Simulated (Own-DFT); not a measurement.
Simulation results for Si$_{3}$N$_{4}$ (beta silicon nitride, strained, atoms displaced)

Computed with Own-DFT development build. A calculation, not a measurement: plane-wave PBE density functional theory by an unreviewed code, no spin, of a simulated periodic cell, stress positive in tension, free energy of the whole cell less one offset for each atom, forces on such cells moved up to 12 meV/angstrom on a denser k mesh; offsets are fitted by least squares, one for each functional and potential file, so energies compare only between cells with the same atoms and settings and are not formation energies; the far tail of each file's local potential was reset to the Coulomb form; each entry is a single point on an unrelaxed cell, so the pressure reflects the starting lattice, mostly measured values (interpolated for alloys), from which strain is counted, and rises with the displacements; printed positions are rounded, which can move forces by about a meV/angstrom; the program, named Own-DFT, is a retired in-house code; no spin-orbit coupling; before rounding, a Quantum ESPRESSO 7.3.1 run of the same cell and cutoff gave forces within 1 meV/angstrom rms on each cell, which checks the program and not the settings.

Settings shared by all entries: functional PBE; potential files PseudoDojo norm-conserving, scalar-relativistic, standard set; wave cutoff 42 hartree; occupations Fermi-Dirac; smearing width 0.1 eV; k mesh 2 x 2 x 4 centred on Gamma.

```json
{"entry": 1, "formula": "Si3N4", "kind": "beta silicon nitride, strained, atoms displaced", "structure": {"cell_angstrom": [[15.3811, -0.0479, -0.0362], [-7.732, 13.3078, 0.1958], [-0.0139, 0.0785, 5.796]], "atoms_fractional": [["Si", 0.08634, 0.38506, 0.12345], ["Si", 0.11094, 0.19688, 0.13548], ["Si", 0.30132, 0.41214, 0.117], ["Si", 0.40852, 0.11173, 0.36846], ["Si", 0.37868, 0.29489, 0.38184], ["Si", 0.19747, 0.0892, 0.37817], ["N", 0.16601, 0.02101, 0.13223], ["N", 0.49161, 0.15911, 0.12975], ["N", 0.35849, 0.33558, 0.13569], ["N", 0.33059, 0.48591, 0.36455], ["N", 0.01308, 0.35093, 0.36837], ["N", 0.15413, 0.16645, 0.37988], ["N", 0.16294, 0.33471, 0.12693], ["N", 0.33682, 0.1693, 0.37304], ["Si", 0.08413, 0.38429, 0.64175], ["Si", 0.11658, 0.20743, 0.60745], ["Si", 0.30319, 0.41071, 0.62625], ["Si", 0.41469, 0.11822, 0.87606], ["Si", 0.38331, 0.30126, 0.87217], ["Si", 0.20597, 0.08481, 0.87792], ["N", 0.16933, 0.01966, 0.63525], ["N", 0.48316, 0.14769, 0.60959], ["N", 0.35248, 0.33743, 0.62395], ["N", 0.33432, 0.48268, 0.87214], ["N", 0.01641, 0.34986, 0.89108], ["N", 0.14786, 0.16434, 0.86181], ["N", 0.1656, 0.33646, 0.61981], ["N", 0.33207, 0.16977, 0.88916], ["Si", 0.08525, 0.87867, 0.11818], ["Si", 0.11844, 0.70382, 0.11009], ["Si", 0.30446, 0.91193, 0.13878], ["Si", 0.413, 0.61393, 0.37725], ["Si", 0.3806, 0.79528, 0.37758], ["Si", 0.19281, 0.58587, 0.36916], ["N", 0.16141, 0.51712, 0.13796], ["N", 0.48134, 0.64402, 0.11479], ["N", 0.34178, 0.83246, 0.11194], ["N", 0.34312, 0.98776, 0.38166], ["N", 0.0126, 0.85058, 0.36682], ["N", 0.15267, 0.66995, 0.36963], ["N", 0.16717, 0.83447, 0.11949], ["N", 0.3383, 0.67102, 0.378], ["Si", 0.08251, 0.88138, 0.61225], ["Si", 0.11743, 0.6976, 0.63493], ["Si", 0.29675, 0.91512, 0.6341], ["Si", 0.41312, 0.61554, 0.88149], ["Si", 0.38558, 0.79626, 0.86933], ["Si", 0.19847, 0.58411, 0.877], ["N", 0.16348, 0.51603, 0.6252], ["N", 0.49058, 0.655, 0.63632], ["N", 0.35398, 0.83015, 0.62054], ["N", 0.32754, 0.98367, 0.88631], ["N", 0.01397, 0.85004, 0.85819], ["N", 0.15091, 0.66201, 0.86924], ["N", 0.17619, 0.83776, 0.61645], ["N", 0.34221, 0.67053, 0.87997], ["Si", 0.58636, 0.38523, 0.12876], ["Si", 0.61029, 0.19616, 0.12836], ["Si", 0.79658, 0.41223, 0.13536], ["Si", 0.90809, 0.11075, 0.36975], ["Si", 0.88551, 0.30007, 0.36561], ["Si", 0.70598, 0.08916, 0.37264], ["N", 0.66502, 0.01838, 0.11285], ["N", 0.98169, 0.14987, 0.10987], ["N", 0.85304, 0.3393, 0.13733], ["N", 0.83745, 0.48896, 0.37743], ["N", 0.51814, 0.35469, 0.3626], ["N", 0.65178, 0.16731, 0.37461], ["N", 0.66729, 0.33361, 0.11648], ["N", 0.83031, 0.1623, 0.37898], ["Si", 0.58283, 0.38059, 0.61437], ["Si", 0.61505, 0.20466, 0.61648], ["Si", 0.79008, 0.40913, 0.62231], ["Si", 0.91744, 0.11569, 0.87905], ["Si", 0.88275, 0.29574, 0.8889], ["Si", 0.70274, 0.08669, 0.88177], ["N", 0.66743, 0.01045, 0.61615], ["N", 0.98165, 0.14883, 0.61527], ["N", 0.8524, 0.33491, 0.63611], ["N", 0.82911, 0.47817, 0.87417], ["N", 0.51414, 0.34537, 0.87077], ["N", 0.65139, 0.16957, 0.88844], ["N", 0.66908, 0.33497, 0.6293], ["N", 0.83125, 0.15999, 0.87336], ["Si", 0.58333, 0.88323, 0.13219], ["Si", 0.61639, 0.70059, 0.11771], ["Si", 0.79512, 0.90937, 0.12801], ["Si", 0.91128, 0.6144, 0.37132], ["Si", 0.8816, 0.79285, 0.38072], ["Si", 0.69582, 0.58271, 0.39391], ["N", 0.66477, 0.51525, 0.12914], ["N", 0.98476, 0.64981, 0.12857], ["N", 0.8508, 0.83307, 0.13316], ["N", 0.83516, 0.98501, 0.36499], ["N", 0.51714, 0.85465, 0.36508], ["N", 0.65349, 0.66802, 0.37924], ["N", 0.66859, 0.83366, 0.12125], ["N", 0.83557, 0.66743, 0.38167], ["Si", 0.5898, 0.88358, 0.62501], ["Si", 0.61045, 0.69918, 0.64603], ["Si", 0.79617, 0.90712, 0.62859], ["Si", 0.91286, 0.61489, 0.87195], ["Si", 0.88789, 0.79989, 0.8778], ["Si", 0.70456, 0.59093, 0.88304], ["N", 0.66083, 0.50463, 0.62676], ["N", 0.97897, 0.65248, 0.63148], ["N", 0.8484, 0.82416, 0.62059], ["N", 0.83307, 0.9807, 0.89687], ["N", 0.51839, 0.84636, 0.88859], ["N", 0.65467, 0.66947, 0.86425], ["N", 0.67329, 0.8394, 0.60918], ["N", 0.83393, 0.66179, 0.86028]]}, "results": {"free_energy_of_cell_above_offsets [eV]": "-8.524", "pressure [GPa]": 4.56, "stress_xx [GPa]": -2.12, "stress_yy [GPa]": -1.31, "stress_zz [GPa]": -10.25, "stress_yz [GPa]": 4.16, "stress_xz [GPa]": -1.23, "stress_xy [GPa]": -0.56, "force_element": ["Si", "Si", "Si", "Si", "Si", "Si", "N", "N", "N", "N", "N", "N", "N", "N", "Si", "Si", "Si", "Si", "Si", "Si", "N", "N", "N", "N", "N", "N", "N", "N", "Si", "Si", "Si", "Si", "Si", "Si", "N", "N", "N", "N", "N", "N", "N", "N", "Si", "Si", "Si", "Si", "Si", "Si", "N", "N", "N", "N", "N", "N", "N", "N", "Si", "Si", "Si", "Si", "Si", "Si", "N", "N", "N", "N", "N", "N", "N", "N", "Si", "Si", "Si", "Si", "Si", "Si", "N", "N", "N", "N", "N", "N", "N", "N", "Si", "Si", "Si", "Si", "Si", "Si", "N", "N", "N", "N", "N", "N", "N", "N", "Si", "Si", "Si", "Si", "Si", "Si", "N", "N", "N", "N", "N", "N", "N", "N"], "force_x [eV/angstrom]": [1.183, -0.143, -1.725, 0.496, 4.33, 4.388, -0.259, -4.406, -3.762, 1.238, 0.943, -2.421, 2.895, -1.761, 0.66, -1.217, -4.795, -0.656, 3.16, -1.861, -0.386, 0.209, 0.167, 0.498, -1.996, 0.257, 1.296, 1.585, -0.208, -1.908, -4.676, -0.632, 2.187, 3.39, 0.073, 2.715, 4.081, -0.259, 0.758, -0.51, 0.923, -1.09, 2.87, -3.653, 2.721, -0.679, 1.447, 3.164, -0.507, -3.548, -3.457, 1.274, 1.076, 0.099, -3.922, -3.289, 2.511, 2.332, -1.172, -0.552, 0.736, -1.491, -0.334, 2.562, -0.689, -0.069, -2.982, 0.689, -0.585, 1.168, 1.312, 0.678, 3.503, -3.343, -0.099, -0.415, -0.858, 1.378, -0.652, 0.706, -1.052, 1.004, -3.192, 0.586, 3.972, -0.711, 0.577, -0.688, 0.75, 1.848, -0.555, 1.284, -0.191, 0.515, -2.223, -1.187, -1.692, -1.13, -0.232, 2.103, 1.679, -1.255, -0.97, 1.549, -0.377, 4.528, -2.763, 0.992, -1.727, 1.52, -2.066, -1.582], "force_y [eV/angstrom]": [0.219, 2.089, -1.353, 3.322, -0.69, -1.283, -3.123, -3.013, 2.106, -0.824, 0.447, 1.619, -1.06, -1.337, -0.342, -0.404, 1.751, 0.575, -2.116, 2.334, -2.823, 0.351, -0.331, 0.823, -0.702, 0.138, -0.035, 0.059, 2.127, 0.881, 1.797, 1.263, 0.284, 1.689, -1.116, 1.047, -2.396, -2.678, 0.131, -0.345, -0.426, -2.598, 1.589, 2.769, 0.468, -0.581, 0.201, 0.687, -0.197, -2.331, 2.597, 1.707, 0.39, 0.062, -3.398, -2.282, -0.252, 3.958, 0.14, 1.305, -2.248, -1.419, -2.92, 1.087, -0.004, -2.362, -1.83, -0.808, -0.603, 2.658, -1.052, -0.144, 1.798, -2.417, -1.15, 1.304, 2.046, 0.451, 0.322, 2.328, 0.206, -1.396, -2.551, 2.504, 2.0, 1.265, -0.887, 1.283, -0.714, 1.231, 0.887, 0.489, 0.066, -1.742, -1.471, -0.529, -1.688, -2.016, -0.031, 4.023, 2.401, -2.618, -2.542, -2.129, 3.62, 1.311, 2.759, 1.812, -0.3, -1.273, -3.964, 2.067], "force_z [eV/angstrom]": [2.736, -4.098, 2.09, 0.08, -0.096, 0.351, 0.337, -1.05, -2.724, 1.293, 2.138, -0.927, -0.008, 0.525, -3.107, 3.379, -1.298, -0.246, 2.141, 0.234, -2.115, 2.088, -0.247, -1.216, -1.768, 1.641, 0.173, -0.868, -0.161, 1.982, -0.752, -0.2, -2.346, 2.125, -2.751, 2.857, 0.945, -0.7, -0.029, 0.529, 0.087, -0.195, 0.119, -4.074, 0.292, -1.84, 1.448, -0.18, 0.847, -1.38, 1.16, -0.522, 2.235, 1.971, 0.163, -0.067, -3.285, -0.08, -1.265, -0.033, 4.776, -0.341, 4.252, 4.702, -2.578, -0.217, 2.975, 0.775, 1.098, -0.6, 1.374, 1.603, 1.348, -3.711, -1.067, -4.127, 1.503, -0.17, -1.604, 0.13, 0.138, -3.063, -0.954, 0.436, -1.996, 1.852, 1.739, 1.173, -1.502, -2.413, 0.512, -1.699, -1.503, 1.894, 3.742, 0.486, 0.085, -0.525, -0.017, -6.012, 0.192, 1.935, 0.419, -1.042, 1.806, -2.184, 1.946, -5.049, -2.691, 3.731, 0.86, 1.249]}}
{"entry": 2, "formula": "Si3N4", "kind": "beta silicon nitride, strained, atoms displaced", "structure": {"cell_angstrom": [[14.9639, -0.0143, 0.1336], [-7.4943, 13.1932, 0.0266], [0.0511, 0.0413, 5.8135]], "atoms_fractional": [["Si", 0.0863, 0.38592, 0.11148], ["Si", 0.11563, 0.20401, 0.11959], ["Si", 0.30286, 0.41807, 0.12771], ["Si", 0.41647, 0.11468, 0.38743], ["Si", 0.38613, 0.29517, 0.37132], ["Si", 0.20521, 0.09434, 0.36736], ["N", 0.16104, 0.01469, 0.12086], ["N", 0.4862, 0.14738, 0.11871], ["N", 0.35159, 0.3301, 0.13903], ["N", 0.33692, 0.48832, 0.37497], ["N", 0.01989, 0.34584, 0.38047], ["N", 0.14858, 0.16625, 0.38798], ["N", 0.16476, 0.33074, 0.13649], ["N", 0.33344, 0.16658, 0.37408], ["Si", 0.08431, 0.38358, 0.62638], ["Si", 0.12368, 0.20695, 0.62872], ["Si", 0.2975, 0.41162, 0.6127], ["Si", 0.41246, 0.10948, 0.86904], ["Si", 0.39198, 0.29925, 0.87401], ["Si", 0.20059, 0.0897, 0.8767], ["N", 0.1584, 0.0114, 0.61255], ["N", 0.48164, 0.1464, 0.61413], ["N", 0.35715, 0.33765, 0.61202], ["N", 0.33771, 0.48164, 0.87649], ["N", 0.01876, 0.35287, 0.87085], ["N", 0.14939, 0.17073, 0.86848], ["N", 0.17054, 0.33652, 0.61546], ["N", 0.33473, 0.1682, 0.86931], ["Si", 0.08833, 0.88534, 0.14164], ["Si", 0.1168, 0.6973, 0.11994], ["Si", 0.3028, 0.91396, 0.12499], ["Si", 0.41975, 0.61669, 0.35148], ["Si", 0.3855, 0.8016, 0.38171], ["Si", 0.20555, 0.59325, 0.3835], ["N", 0.16837, 0.51565, 0.125], ["N", 0.48203, 0.64838, 0.11359], ["N", 0.34721, 0.83345, 0.13438], ["N", 0.33476, 0.98191, 0.37779], ["N", 0.01627, 0.85391, 0.36474], ["N", 0.15784, 0.67307, 0.35005], ["N", 0.1672, 0.8375, 0.12899], ["N", 0.3312, 0.65633, 0.38651], ["Si", 0.08238, 0.88229, 0.6278], ["Si", 0.11051, 0.69881, 0.63562], ["Si", 0.30126, 0.91446, 0.64141], ["Si", 0.41255, 0.61669, 0.87295], ["Si", 0.38667, 0.80066, 0.86384], ["Si", 0.20145, 0.58337, 0.87974], ["N", 0.16885, 0.51727, 0.6292], ["N", 0.48872, 0.64694, 0.62701], ["N", 0.353, 0.83296, 0.61197], ["N", 0.33253, 0.98233, 0.86859], ["N", 0.01165, 0.8471, 0.88154], ["N", 0.1429, 0.66251, 0.88884], ["N", 0.16766, 0.83497, 0.6243], ["N", 0.32599, 0.66134, 0.86187], ["Si", 0.5846, 0.3903, 0.13653], ["Si", 0.61475, 0.19916, 0.10511], ["Si", 0.79759, 0.41519, 0.12858], ["Si", 0.91271, 0.11239, 0.3723], ["Si", 0.88957, 0.30218, 0.37413], ["Si", 0.70456, 0.08344, 0.35518], ["N", 0.65741, 0.00975, 0.11186], ["N", 0.97952, 0.14755, 0.12093], ["N", 0.85044, 0.33769, 0.1228], ["N", 0.83227, 0.47686, 0.37609], ["N", 0.51564, 0.35348, 0.37085], ["N", 0.64504, 0.16014, 0.37928], ["N", 0.66543, 0.33242, 0.12862], ["N", 0.83146, 0.16025, 0.38391], ["Si", 0.59246, 0.38585, 0.62093], ["Si", 0.61291, 0.20494, 0.62518], ["Si", 0.79682, 0.41712, 0.61386], ["Si", 0.91443, 0.118, 0.87558], ["Si", 0.88107, 0.30313, 0.89788], ["Si", 0.69729, 0.08269, 0.88089], ["N", 0.66514, 0.02072, 0.63703], ["N", 0.98366, 0.15367, 0.61213], ["N", 0.85386, 0.33748, 0.62935], ["N", 0.8325, 0.48082, 0.88028], ["N", 0.51018, 0.3491, 0.8861], ["N", 0.65218, 0.16765, 0.87822], ["N", 0.67172, 0.32987, 0.62427], ["N", 0.8341, 0.17109, 0.89664], ["Si", 0.58509, 0.88565, 0.12493], ["Si", 0.60507, 0.6932, 0.13952], ["Si", 0.7986, 0.91843, 0.12706], ["Si", 0.91552, 0.61633, 0.38711], ["Si", 0.88681, 0.80381, 0.37787], ["Si", 0.70065, 0.58874, 0.37078], ["N", 0.66477, 0.51035, 0.13524], ["N", 0.99009, 0.65158, 0.13317], ["N", 0.8496, 0.83652, 0.12344], ["N", 0.82987, 0.98094, 0.37596], ["N", 0.51378, 0.85365, 0.38061], ["N", 0.64815, 0.66504, 0.3711], ["N", 0.67001, 0.83509, 0.12658], ["N", 0.83319, 0.66623, 0.37158], ["Si", 0.58626, 0.87759, 0.63499], ["Si", 0.61116, 0.69818, 0.61314], ["Si", 0.7979, 0.91089, 0.61702], ["Si", 0.91079, 0.61192, 0.87089], ["Si", 0.87755, 0.79097, 0.87868], ["Si", 0.70548, 0.5845, 0.88191], ["N", 0.66296, 0.51689, 0.63013], ["N", 0.98371, 0.649, 0.64041], ["N", 0.8603, 0.8409, 0.61557], ["N", 0.83224, 0.98054, 0.87459], ["N", 0.5129, 0.84562, 0.87049], ["N", 0.64683, 0.66175, 0.88203], ["N", 0.672, 0.83959, 0.63168], ["N", 0.83208, 0.66654, 0.87916]]}, "results": {"free_energy_of_cell_above_offsets [eV]": "-4.728", "pressure [GPa]": 13.22, "stress_xx [GPa]": -16.58, "stress_yy [GPa]": -7.3, "stress_zz [GPa]": -15.78, "stress_yz [GPa]": 1.67, "stress_xz [GPa]": 4.35, "stress_xy [GPa]": -2.94, "force_element": ["Si", "Si", "Si", "Si", "Si", "Si", "N", "N", "N", "N", "N", "N", "N", "N", "Si", "Si", "Si", "Si", "Si", "Si", "N", "N", "N", "N", "N", "N", "N", "N", "Si", "Si", "Si", "Si", "Si", "Si", "N", "N", "N", "N", "N", "N", "N", "N", "Si", "Si", "Si", "Si", "Si", "Si", "N", "N", "N", "N", "N", "N", "N", "N", "Si", "Si", "Si", "Si", "Si", "Si", "N", "N", "N", "N", "N", "N", "N", "N", "Si", "Si", "Si", "Si", "Si", "Si", "N", "N", "N", "N", "N", "N", "N", "N", "Si", "Si", "Si", "Si", "Si", "Si", "N", "N", "N", "N", "N", "N", "N", "N", "Si", "Si", "Si", "Si", "Si", "Si", "N", "N", "N", "N", "N", "N", "N", "N"], "force_x [eV/angstrom]": [2.318, -0.922, -0.542, -3.151, -0.235, -0.021, -0.004, -1.754, -2.163, 0.917, -2.09, 0.437, 0.723, 1.905, 2.69, -4.344, 1.396, -1.696, -6.761, 0.914, 0.28, 2.158, -0.974, 0.177, -2.724, 2.195, -1.162, 0.196, 0.903, -3.782, -3.803, -4.107, 1.841, 0.04, -0.666, 0.321, 2.397, 0.77, -1.526, 0.704, 2.531, 1.551, 0.748, 2.621, -2.004, -1.728, -1.42, -1.779, -1.395, -3.511, -3.206, 1.097, 0.086, 3.677, 0.391, 2.716, 2.6, -0.73, -1.658, -0.716, -0.227, -2.091, 0.082, 2.857, -1.203, 0.221, 0.846, 0.339, -0.625, -0.372, -1.453, 3.152, 2.58, -1.706, 3.876, 1.935, -0.04, 1.829, -0.667, -0.185, 7.378, 0.551, -3.542, -0.739, 1.647, 3.415, 0.594, -0.867, 1.198, 2.038, 0.17, -3.116, -0.099, 0.539, 1.697, 0.534, -2.882, -0.218, -0.331, 3.257, 1.045, -0.637, 0.987, -2.467, 0.56, -0.119, -2.199, 0.352, 0.128, 0.314, -0.311, 1.245], "force_y [eV/angstrom]": [-0.042, 0.061, -3.438, -1.847, -0.813, -3.471, 2.132, -1.118, 1.75, -0.057, 0.356, -0.104, 1.912, -0.136, 1.305, 1.179, 0.618, 2.216, -2.592, -1.469, 2.48, 1.572, 0.177, 1.715, -1.086, -1.57, -0.648, -1.205, 0.484, 5.765, -0.28, -1.737, -4.238, -2.95, -0.487, 0.692, -0.891, 1.439, -1.563, -1.351, -1.628, 5.089, 0.646, 3.454, -2.749, -2.051, -3.044, 0.011, -1.098, -0.96, 1.929, 1.418, -0.194, -2.191, -1.882, 3.706, -4.356, 2.551, -2.653, 0.107, -2.779, 0.8, 1.055, 0.787, 1.56, 5.837, -0.232, 0.17, 0.405, 2.693, -0.943, -2.556, -3.605, -1.028, -3.486, 3.562, -3.803, 0.229, 0.872, 2.205, 3.736, -0.743, 2.046, -0.755, -2.704, 5.213, -2.486, -0.34, -2.191, -0.556, 4.164, -2.082, -0.315, 2.157, -0.046, -0.866, -2.382, 0.436, 4.252, 3.416, 1.301, 0.302, 3.286, 0.304, -0.578, -0.546, -0.136, 2.667, -0.114, -0.266, -4.861, -1.921], "force_z [eV/angstrom]": [2.696, 2.192, 0.512, -5.692, 1.267, 0.738, 0.497, -0.143, -3.439, -0.988, -2.171, -3.723, -0.975, 0.088, -1.305, -1.779, 1.854, 1.631, -0.269, -1.995, 1.424, 4.055, 2.444, -1.418, 1.545, 2.306, 0.708, 0.057, -5.345, 1.978, 1.557, 6.451, -4.009, -1.355, 1.559, -1.514, -2.55, 0.524, 4.467, 6.365, -0.395, -0.877, 0.142, -1.653, -5.156, -2.095, 2.006, -0.572, -0.539, -1.923, 5.262, 2.703, 0.285, -5.953, 0.484, 0.738, -3.215, 5.902, -0.432, 0.861, 1.618, 3.738, 2.247, 0.123, 5.253, -1.736, 3.549, -1.979, -0.32, -0.712, 0.987, -0.933, 4.675, -1.924, -6.967, -2.273, -2.94, 2.008, -0.033, -1.976, -1.071, -3.605, 0.138, -0.249, 0.199, -4.556, -0.8, -2.15, -3.62, 1.131, -0.652, -0.398, 0.791, -0.417, -0.013, 0.547, 0.415, 0.483, -2.417, 4.194, 2.41, 4.79, -0.056, -0.236, -0.675, -3.219, 3.331, -1.421, 2.253, -0.584, -0.543, -0.226]}}
```
